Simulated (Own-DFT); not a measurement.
## Calculated data, Al16O23 (corundum with two vacancies, atoms displaced), Al16O23 (corundum with two vacancies, strained, atoms displaced), Al31GaO48 (corundum with substituted atoms, atoms displaced)

All values are calculated (Own-DFT development build). A calculation, not a measurement: plane-wave PBE density functional theory by an unreviewed code, no spin, of a simulated periodic cell, stress positive in tension, free energy of the whole cell less one offset for each atom, defect cell not probed for a lower state with spin; oxygen file: force components 24 meV/angstrom off all-electron in one glass; forces on such cells passed a denser k mesh, this cell's mesh not checked; offsets are fitted by least squares, one for each functional and potential file, so energies compare only between cells with the same atoms and settings and are not formation energies; the far tail of each file's local potential was reset to the Coulomb form; each entry is a single point on an unrelaxed cell, so the pressure reflects the starting lattice, mostly measured values, from which strain is counted, and rises with the displacements; printed positions are rounded, which can move forces by about a meV/angstrom; the program is a retired in-house code; no spin-orbit coupling; before rounding, a Quantum ESPRESSO 7.3.1 run of the same cell and cutoff gave forces within 1 meV/angstrom rms on each cell, which checks the program and not the settings.

Settings shared by all entries: functional PBE; potential files PseudoDojo norm-conserving, scalar-relativistic, standard set; wave cutoff 72 hartree; occupations Fermi-Dirac; smearing width 0.1 eV; k mesh 3 x 3 x 3 centred on Gamma.

(1) 
```cif
# cell vector a (Å): 5.4940 0.0000 8.6604
# cell vector b (Å): -2.7470 4.7579 8.6604
# cell vector c (Å): -2.7470 -4.7579 8.6604
data_Al16O23
_symmetry_space_group_name_H-M 'P 1'
_symmetry_Int_Tables_number 1
_cell_length_a 10.2561
_cell_length_b 10.2560
_cell_length_c 10.2560
_cell_angle_alpha 55.280
_cell_angle_beta 55.280
_cell_angle_gamma 55.280
_cell_volume 679.15
loop_
_atom_site_label
_atom_site_type_symbol
_atom_site_fract_x
_atom_site_fract_y
_atom_site_fract_z
_atom_site_occupancy
Al1 Al 0.18114 0.17796 0.17325 1
Al2 Al 0.32360 0.32955 0.32613 1
Al3 Al 0.42752 0.41935 0.43173 1
Al4 Al 0.07398 0.08057 0.07139 1
O1 O 0.28077 0.47453 0.12305 1
O2 O 0.47302 0.12428 0.27960 1
O3 O 0.12292 0.28177 0.46834 1
O4 O 0.22304 0.02743 0.37914 1
O5 O 0.03019 0.37454 0.22035 1
O6 O 0.36682 0.23259 0.02523 1
Al5 Al 0.17631 0.18126 0.67121 1
Al6 Al 0.32149 0.32665 0.82136 1
Al7 Al 0.42937 0.42071 0.93308 1
Al8 Al 0.07272 0.07315 0.57619 1
O7 O 0.28014 0.46808 0.62210 1
O8 O 0.47165 0.13036 0.77356 1
O9 O 0.12682 0.28127 0.96956 1
O10 O 0.21643 0.03499 0.87803 1
O11 O 0.02741 0.37598 0.72569 1
O12 O 0.37484 0.21897 0.52791 1
Al9 Al 0.17285 0.67742 0.18107 1
Al10 Al 0.32488 0.82424 0.32169 1
Al11 Al 0.42093 0.92748 0.42548 1
Al12 Al 0.08059 0.57267 0.07216 1
O13 O 0.27534 0.97246 0.12536 1
O14 O 0.46929 0.62434 0.27751 1
O15 O 0.12677 0.77623 0.47320 1
O16 O 0.21981 0.52801 0.37609 1
O17 O 0.02367 0.87761 0.21953 1
O18 O 0.37151 0.72274 0.02956 1
Al13 Al 0.17747 0.67597 0.67162 1
Al14 Al 0.32134 0.82800 0.82301 1
Al15 Al 0.41915 0.92939 0.92948 1
Al16 Al 0.07845 0.56870 0.57687 1
O19 O 0.27907 0.96674 0.62787 1
O20 O 0.46940 0.62992 0.77074 1
O21 O 0.12174 0.77259 0.98007 1
O22 O 0.22235 0.52881 0.87162 1
O23 O 0.02519 0.87808 0.71879 1
O24 O 0.37490 0.72745 0.51889 1
Al17 Al 0.67110 0.17353 0.18055 1
Al18 Al 0.81465 0.32756 0.32817 1
Al19 Al 0.91987 0.42550 0.43229 1
Al20 Al 0.57810 0.06590 0.07385 1
O25 O 0.77348 0.47293 0.12284 1
O26 O 0.96691 0.12920 0.27965 1
O27 O 0.62532 0.27722 0.47342 1
O28 O 0.72183 0.03848 0.36953 1
O29 O 0.53276 0.38143 0.21215 1
O30 O 0.87436 0.21798 0.02758 1
Al21 Al 0.67990 0.17204 0.67337 1
Al22 Al 0.82759 0.32128 0.82532 1
Al23 Al 0.93120 0.42500 0.92350 1
Al24 Al 0.57862 0.07588 0.56796 1
O31 O 0.77676 0.47231 0.62482 1
O32 O 0.96556 0.12493 0.77973 1
O33 O 0.71485 0.02796 0.87081 1
O34 O 0.52665 0.37261 0.72314 1
O35 O 0.87758 0.22029 0.52683 1
Al25 Al 0.67464 0.67969 0.17524 1
Al26 Al 0.82277 0.82774 0.31909 1
Al27 Al 0.92832 0.91918 0.42844 1
Al28 Al 0.56995 0.57175 0.07864 1
O36 O 0.96728 0.62279 0.27548 1
O37 O 0.62529 0.78207 0.47141 1
O38 O 0.72459 0.52395 0.37382 1
O39 O 0.52610 0.87593 0.22777 1
O40 O 0.87891 0.71847 0.02402 1
Al29 Al 0.67286 0.67655 0.67892 1
Al30 Al 0.82411 0.82002 0.82710 1
Al31 Al 0.92188 0.91869 0.93807 1
Al32 Al 0.57440 0.57215 0.56883 1
O41 O 0.78178 0.97526 0.62260 1
O42 O 0.97048 0.62494 0.78165 1
O43 O 0.62950 0.77300 0.96844 1
O44 O 0.72815 0.52131 0.87577 1
O45 O 0.52527 0.87136 0.71845 1
O46 O 0.87423 0.72100 0.52875 1
_calc_free_energy_of_cell_above_offsets '-53.661'  # eV
_calc_pressure 6.65  # GPa
_calc_stress_xx -6.96  # GPa
_calc_stress_yy -6.66  # GPa
_calc_stress_zz -6.32  # GPa
_calc_stress_yz -0.07  # GPa
_calc_stress_xz 0.26  # GPa
_calc_stress_xy 0  # GPa
```

Force:
```tsv
element	x (eV/Å)	y (eV/Å)	z (eV/Å)
Al	-1.666	-0.458	-0.092
Al	0.427	0.256	-1.47
Al	0.259	1.223	0.054
Al	-1.092	-0.762	-0.275
O	-0.273	-0.615	0.336
O	-0.432	0.177	0.039
O	0.282	-0.698	0.828
O	0.156	0.894	-0.834
O	-0.172	0.082	-0.023
O	1.444	-1.304	0.368
Al	-0.39	-0.996	-0.595
Al	0.441	-0.093	1.093
Al	1.189	0.854	-0.093
Al	-0.249	-0.151	-0.002
O	-0.566	0.046	0.337
O	0.048	-0.887	-0.937
O	-0.198	-0.382	-0.525
O	1	0.33	-0.717
O	0.923	0.095	-0.533
O	0.334	0.657	0.542
Al	0.183	0.465	-0.793
Al	-0.415	-0.303	-0.064
Al	0.318	-0.495	1.154
Al	-0.304	-0.592	-0.762
O	-0.024	-0.191	0.667
O	-0.146	-0.05	0.47
O	0.088	0.152	-0.473
O	0.152	-0.273	0.258
O	0.119	-0.178	0.61
O	0.022	0.266	0.302
Al	-0.691	-0.1	0.97
Al	0.242	-0.833	-0.387
Al	1.371	0.445	-0.212
Al	-0.978	0.666	-0.334
O	-0.891	0.866	0.065
O	-0.113	-0.838	0.083
O	0.4	1.148	0.42
O	-0.082	0.392	0.034
O	0.295	-0.66	0.104
O	0.271	-1.22	-0.076
Al	0.736	1.35	-0.523
Al	2.045	0.683	0.141
Al	1.12	0.605	-0.366
Al	-0.414	1.507	0.958
O	0.209	-0.599	0.832
O	0.865	-0.268	-0.307
O	-0.509	0.185	-0.489
O	0.316	-0.966	-0.237
O	-0.875	-2.359	-0.988
O	0.082	-0.138	0.314
Al	-0.647	0.24	0.554
Al	-1.294	-0.355	-0.682
Al	-1.401	-0.315	-0.04
Al	-0.344	-1.38	-0.126
O	-0.099	-0.256	0.185
O	0.684	-0.042	0.325
O	-0.078	-1.225	0.934
O	0.461	0.59	0.028
O	-0.575	0.152	-0.092
Al	0.831	-0.303	-0.526
Al	0.049	-0.021	-0.657
Al	-0.337	0.907	0.395
Al	1.001	1.583	0.466
O	-0.218	-0.041	1.145
O	0.02	0.195	-0.777
O	-0.84	0.471	-0.154
O	0.895	0.424	-0.978
O	-0.744	-0.187	0.082
Al	0.614	-0.318	-0.718
Al	0.203	0.82	0.154
Al	-0.474	0.841	0.277
Al	-0.88	-0.553	0.946
O	0.079	-0.338	-1.104
O	0.979	0.331	-0.424
O	-1.402	0.223	-0.03
O	-0.88	0.67	-0.292
O	-0.775	0.786	1.845
O	0.312	0.167	0.395
```

(2) 
```cif
# cell vector a (Å): 5.2717 0.0076 8.7345
# cell vector b (Å): -2.7548 4.6649 8.8142
# cell vector c (Å): -2.8686 -4.8468 8.8780
data_Al16O23
_symmetry_space_group_name_H-M 'P 1'
_symmetry_Int_Tables_number 1
_cell_length_a 10.2021
_cell_length_b 10.3460
_cell_length_c 10.5138
_cell_angle_alpha 54.255
_cell_angle_beta 54.436
_cell_angle_gamma 53.691
_cell_volume 677.04
loop_
_atom_site_label
_atom_site_type_symbol
_atom_site_fract_x
_atom_site_fract_y
_atom_site_fract_z
_atom_site_occupancy
Al1 Al 0.16698 0.17955 0.17484 1
Al2 Al 0.32975 0.32113 0.32695 1
Al3 Al 0.42522 0.42868 0.42947 1
Al4 Al 0.07410 0.07469 0.07793 1
O1 O 0.27875 0.47247 0.12422 1
O2 O 0.48054 0.11897 0.28415 1
O3 O 0.11998 0.28138 0.47931 1
O4 O 0.22014 0.02238 0.37383 1
O5 O 0.03035 0.37263 0.21542 1
O6 O 0.38445 0.21804 0.02236 1
Al5 Al 0.17578 0.16898 0.67725 1
Al6 Al 0.31861 0.32360 0.83040 1
Al7 Al 0.43332 0.41809 0.93456 1
Al8 Al 0.06718 0.08129 0.57213 1
O7 O 0.27792 0.47808 0.62138 1
O8 O 0.46905 0.12311 0.77820 1
O9 O 0.11862 0.29066 0.96786 1
O10 O 0.22929 0.02060 0.87603 1
O11 O 0.03096 0.38332 0.70768 1
O12 O 0.37533 0.21621 0.53323 1
Al9 Al 0.18398 0.66641 0.18185 1
Al10 Al 0.30977 0.82789 0.32188 1
Al11 Al 0.42394 0.92919 0.42674 1
Al12 Al 0.07263 0.57189 0.07904 1
O13 O 0.26780 0.96393 0.13536 1
O14 O 0.48859 0.62178 0.27359 1
O15 O 0.12406 0.77586 0.47381 1
O16 O 0.21831 0.53392 0.37416 1
O17 O 0.02911 0.87577 0.22164 1
O18 O 0.37053 0.71973 0.03386 1
Al13 Al 0.15903 0.68439 0.68140 1
Al14 Al 0.31916 0.81977 0.83271 1
Al15 Al 0.42848 0.92711 0.92398 1
Al16 Al 0.08184 0.56913 0.57327 1
O19 O 0.27370 0.97262 0.63018 1
O20 O 0.47727 0.62593 0.77699 1
O21 O 0.12460 0.77918 0.97084 1
O22 O 0.22586 0.52478 0.87618 1
O23 O 0.01997 0.87731 0.72386 1
O24 O 0.37092 0.72449 0.53402 1
Al17 Al 0.66491 0.17522 0.18240 1
Al18 Al 0.82376 0.31341 0.33684 1
Al19 Al 0.93458 0.42125 0.42968 1
Al20 Al 0.57533 0.08585 0.07281 1
O25 O 0.78048 0.48006 0.12009 1
O26 O 0.97704 0.12093 0.27761 1
O27 O 0.62670 0.27784 0.47022 1
O28 O 0.53370 0.36027 0.22462 1
O29 O 0.87207 0.21862 0.02882 1
Al21 Al 0.67188 0.17053 0.68272 1
Al22 Al 0.82957 0.31021 0.83312 1
Al23 Al 0.93290 0.41040 0.92823 1
Al24 Al 0.57939 0.06386 0.58312 1
O30 O 0.78425 0.47656 0.62052 1
O31 O 0.97903 0.12060 0.77705 1
O32 O 0.63082 0.28367 0.95896 1
O33 O 0.74161 0.02284 0.85945 1
O34 O 0.52898 0.37563 0.72231 1
O35 O 0.88345 0.22729 0.51616 1
Al25 Al 0.67479 0.68453 0.16943 1
Al26 Al 0.82895 0.82574 0.31200 1
Al27 Al 0.93292 0.90979 0.42326 1
Al28 Al 0.55846 0.57985 0.08498 1
O36 O 0.77922 0.97758 0.11978 1
O37 O 0.97036 0.62598 0.28010 1
O38 O 0.62048 0.79804 0.46726 1
O39 O 0.72326 0.52234 0.37655 1
O40 O 0.52932 0.86414 0.24060 1
O41 O 0.87030 0.72144 0.02840 1
Al29 Al 0.67601 0.67235 0.67790 1
Al30 Al 0.82372 0.82671 0.82105 1
Al31 Al 0.92188 0.92923 0.92419 1
Al32 Al 0.57451 0.57026 0.57066 1
O42 O 0.76647 0.97251 0.63182 1
O43 O 0.97046 0.62949 0.78252 1
O44 O 0.61964 0.78888 0.96997 1
O45 O 0.72313 0.51842 0.87983 1
O46 O 0.53408 0.87902 0.71117 1
_calc_free_energy_of_cell_above_offsets '-48.302'  # eV
_calc_pressure 10.81  # GPa
_calc_stress_xx -18.86  # GPa
_calc_stress_yy -10.21  # GPa
_calc_stress_zz -3.37  # GPa
_calc_stress_yz -1.77  # GPa
_calc_stress_xz -5.5  # GPa
_calc_stress_xy 4.68  # GPa
```

Force:
```tsv
element	x (eV/Å)	y (eV/Å)	z (eV/Å)
Al	1.108	-0.661	1.041
Al	-0.874	-0.798	0.003
Al	0.733	-0.573	0.056
Al	-0.023	-0.462	-1.342
O	0.313	-1.189	0.576
O	-1.404	1.334	-1.33
O	2.196	0.13	0.182
O	-0.937	0.794	1.047
O	-0.192	0.016	1.267
O	-1.037	-0.758	-0.476
Al	0.558	0.382	1.065
Al	0.928	1.798	0.959
Al	-1.67	3.597	-1.806
Al	1.901	-1.67	0.073
O	0.391	-0.85	-0.081
O	-1.135	0.423	1.153
O	2.197	-2.591	0.393
O	-1.415	0.344	0.376
O	0.155	-2.828	-0.177
O	-0.024	0.874	0.218
Al	-1.699	1.365	-1.266
Al	1.653	-1.479	3.037
Al	-0.149	-1.215	-1.194
Al	0.123	0.851	-0.786
O	1.342	2.242	-0.06
O	-2.735	-0.505	-1.813
O	-0.019	-0.094	0.111
O	1.563	-0.796	0.459
O	0.934	-0.132	-0.699
O	0.445	0.514	0.208
Al	2.566	-0.468	1.13
Al	1.217	1.135	-0.1
Al	-0.544	0.252	-0.9
Al	-2.308	0.63	-0.228
O	0.519	0.387	-0.617
O	-0.702	-0.697	-0.344
O	-0.792	-0.725	-0.401
O	-0.723	-0.088	0.177
O	1.044	0.94	0.797
O	-0.405	-0.384	-0.612
Al	3.092	-1.392	1.754
Al	-0.077	2.711	0.019
Al	-2.38	1.664	-1.256
Al	1.214	-2.257	-1.71
O	0.584	-1.002	-1.114
O	-0.886	-0.056	-0.629
O	-0.688	-0.836	-0.147
O	-2.423	1.975	1.643
O	1.105	-0.239	0.642
Al	0.178	1.488	0.129
Al	0.01	2.818	0.899
Al	-4.171	3.16	-0.378
Al	0.409	2.425	-1.002
O	0.032	-0.623	-0.694
O	-1.194	0.002	-0.185
O	-0.242	-2.642	-0.13
O	-3.602	-0.15	0.951
O	0.716	-0.808	-0.617
O	-1.284	-1.499	-0.595
Al	0.438	-1.651	0.069
Al	-1.884	-0.683	1.227
Al	-2.373	0.214	-0.929
Al	3.872	-0.55	0.85
O	0.368	0.493	-0.804
O	1.008	-0.044	-0.371
O	1.384	-1.387	-0.067
O	-0.101	0.401	0.644
O	0.28	2.651	-0.341
O	0.854	0.464	1.568
Al	1.118	0.833	0.455
Al	-0.34	-0.814	-0.355
Al	1.327	-0.698	-0.178
Al	-0.234	0.352	0.731
O	1.89	0.124	1.059
O	0.455	-0.626	-1.265
O	0.069	-0.586	-0.034
O	-0.788	0.337	0.56
O	-0.834	-2.614	-0.495
```

(3) 
```cif
# cell vector a (Å): 5.4940 0.0000 8.6604
# cell vector b (Å): -2.7470 4.7579 8.6604
# cell vector c (Å): -2.7470 -4.7579 8.6604
data_Al31GaO48
_symmetry_space_group_name_H-M 'P 1'
_symmetry_Int_Tables_number 1
_cell_length_a 10.2561
_cell_length_b 10.2560
_cell_length_c 10.2560
_cell_angle_alpha 55.280
_cell_angle_beta 55.280
_cell_angle_gamma 55.280
_cell_volume 679.15
loop_
_atom_site_label
_atom_site_type_symbol
_atom_site_fract_x
_atom_site_fract_y
_atom_site_fract_z
_atom_site_occupancy
Al1 Al 0.18285 0.19233 0.15811 1
Al2 Al 0.33433 0.30992 0.32684 1
Al3 Al 0.41994 0.42929 0.43530 1
Al4 Al 0.07344 0.09683 0.06636 1
O1 O 0.28473 0.46793 0.12261 1
O2 O 0.46570 0.13791 0.26527 1
O3 O 0.13746 0.26722 0.47799 1
O4 O 0.22339 0.03489 0.37556 1
O5 O 0.03229 0.37914 0.21268 1
O6 O 0.38316 0.21457 0.02995 1
Al5 Al 0.17122 0.16528 0.67363 1
Al6 Al 0.32017 0.30573 0.83308 1
Al7 Al 0.43303 0.42777 0.92413 1
Al8 Al 0.08843 0.06738 0.58160 1
O7 O 0.29217 0.47186 0.61867 1
O8 O 0.46461 0.13859 0.76718 1
O9 O 0.12749 0.27064 0.96511 1
O10 O 0.21102 0.02028 0.88728 1
O11 O 0.02079 0.37290 0.72801 1
O12 O 0.38559 0.20578 0.53099 1
Al9 Al 0.17229 0.68601 0.17711 1
Al10 Al 0.33197 0.83079 0.31310 1
Al11 Al 0.43339 0.92467 0.41829 1
Al12 Al 0.07113 0.58013 0.07877 1
O13 O 0.25593 0.97815 0.12369 1
O14 O 0.46625 0.62077 0.28829 1
O15 O 0.14181 0.78482 0.45083 1
O16 O 0.21559 0.53341 0.37014 1
O17 O 0.03727 0.89264 0.21124 1
O18 O 0.38640 0.72124 0.02716 1
Al13 Al 0.16754 0.66220 0.69566 1
Al14 Al 0.31060 0.82907 0.82487 1
Al15 Al 0.39638 0.93226 0.94270 1
Al16 Al 0.08918 0.56262 0.57424 1
O19 O 0.27990 0.96684 0.61734 1
O20 O 0.46353 0.60674 0.79207 1
O21 O 0.13664 0.78406 0.96593 1
O22 O 0.22333 0.52640 0.87792 1
O23 O 0.03404 0.87659 0.71606 1
O24 O 0.36173 0.71523 0.53379 1
Al17 Al 0.66650 0.18393 0.18107 1
Al18 Al 0.82614 0.33473 0.30445 1
Al19 Al 0.91926 0.42902 0.43484 1
Al20 Al 0.55930 0.09398 0.08122 1
O25 O 0.79454 0.46870 0.11675 1
O26 O 0.98438 0.12738 0.26949 1
O27 O 0.61932 0.26953 0.48183 1
O28 O 0.72058 0.01012 0.39424 1
O29 O 0.52302 0.39142 0.21065 1
O30 O 0.86958 0.23421 0.01466 1
Al21 Al 0.69525 0.17905 0.67647 1
Al22 Al 0.81883 0.31883 0.83077 1
Al23 Al 0.93496 0.41670 0.92766 1
Al24 Al 0.60278 0.07627 0.56384 1
O31 O 0.77586 0.47790 0.62305 1
O32 O 0.96361 0.13873 0.77156 1
O33 O 0.60749 0.27592 0.99279 1
O34 O 0.74121 0.02664 0.85089 1
O35 O 0.53437 0.35800 0.71917 1
O36 O 0.86046 0.22838 0.54167 1
Ga1 Ga 0.68355 0.68365 0.17479 1
Al25 Al 0.82349 0.82860 0.32271 1
Al26 Al 0.92893 0.92820 0.41058 1
Al27 Al 0.57336 0.57220 0.07844 1
O37 O 0.78543 0.98204 0.12093 1
O38 O 0.95654 0.61885 0.29797 1
O39 O 0.61249 0.78912 0.48380 1
O40 O 0.72944 0.51689 0.39011 1
O41 O 0.52089 0.87985 0.22087 1
O42 O 0.86030 0.73773 0.03227 1
Al28 Al 0.68007 0.67788 0.67601 1
Al29 Al 0.83301 0.83520 0.81202 1
Al30 Al 0.92534 0.93467 0.92042 1
Al31 Al 0.56807 0.56657 0.58279 1
O43 O 0.76650 0.98627 0.62908 1
O44 O 0.98730 0.62957 0.77984 1
O45 O 0.63596 0.78087 0.95832 1
O46 O 0.71208 0.52565 0.87846 1
O47 O 0.52647 0.87138 0.71735 1
O48 O 0.85581 0.72822 0.52742 1
_calc_free_energy_of_cell_above_offsets '-43.113'  # eV
_calc_pressure 15.93  # GPa
_calc_stress_xx -16.56  # GPa
_calc_stress_yy -16.04  # GPa
_calc_stress_zz -15.2  # GPa
_calc_stress_yz -1.36  # GPa
_calc_stress_xz -0.71  # GPa
_calc_stress_xy -0.8  # GPa
```

Force:
```tsv
element	x (eV/Å)	y (eV/Å)	z (eV/Å)
Al	-1.415	-3.809	0.593
Al	-2.872	1.791	1.672
Al	2.494	-0.102	-1.276
Al	-0.711	-2.996	-4.098
O	-1.78	-0.24	0.167
O	0.976	-3.32	0.553
O	-1.473	1.581	-1.39
O	0.699	1.085	-0.825
O	-0.617	-0.065	0.263
O	-1.682	1.638	-2.144
Al	0.654	0.37	4.542
Al	2.099	3.505	2.248
Al	-1.635	-2.365	-2.692
Al	-0.854	2.089	-4.431
O	-3.017	-1.71	-0.601
O	0.265	-3.561	-1.311
O	-0.324	1.778	2.35
O	-0.082	2.162	-0.925
O	1.254	1.104	1.039
O	-0.899	1.612	-0.639
Al	1.549	-0.013	0.712
Al	-1.8	-1.447	-0.685
Al	-1.25	-1.04	-0.312
Al	0.949	-0.258	-0.235
O	1.668	-0.939	4.142
O	1.371	1.378	0.23
O	-2.931	-1.673	-2.037
O	0.141	-1.402	0.646
O	-0.74	-1.693	-2.974
O	-2.182	-0.343	-1.362
Al	3.373	3.652	2.333
Al	5.579	1.075	2.502
Al	5.643	2.038	-0.482
Al	-1.323	1.293	-0.56
O	-0.659	-1.503	1.789
O	0.237	4.933	2.163
O	-4.278	-2.596	-2.992
O	-0.377	-1.629	-0.125
O	-0.149	-0.877	0.703
O	1.781	0.452	2.186
Al	1.01	-0.168	1.064
Al	-0.69	-4.095	1.706
Al	1.148	-1.936	-0.889
Al	3.773	-1.468	-1.749
O	-0.668	1.014	-1.289
O	-2.457	0.523	-0.081
O	1.447	4.546	1.356
O	1.104	4.559	-1.126
O	0.595	-3.435	-0.672
O	-0.11	-2.794	1.357
Al	-3.041	-0.392	-4.964
Al	-1.619	2.317	0.728
Al	-2.072	2.99	-1.344
Al	-5.205	-2.891	-2.729
O	-0.726	-1.631	0.559
O	1.338	-1.85	-0.621
O	2.936	2.215	0.724
O	-2.7	-3.264	3.751
O	-2.729	1.002	2.737
O	6.215	3.192	2.967
Ga	-1.901	-1.928	-2.191
Al	-0.888	-1.094	-0.658
Al	0.748	-1.439	2.59
Al	0.53	2.533	1.176
O	-0.437	-0.386	-0.859
O	1.713	3.581	0.971
O	1.174	0.689	-2.103
O	-0.594	2.081	-2.066
O	-0.452	1.291	1.567
O	4.833	1.402	3.207
Al	-2.443	-1.106	-1.046
Al	-1.122	-0.602	-1.7
Al	-0.378	-0.412	-0.297
Al	-0.977	0.15	-0.032
O	4.152	-0.873	0.205
O	-1.687	-1.583	-4.022
O	-1.182	-0.787	-0.177
O	0.714	0.011	0.838
O	-1.42	-0.084	0.786
O	4.384	0.167	3.588
```
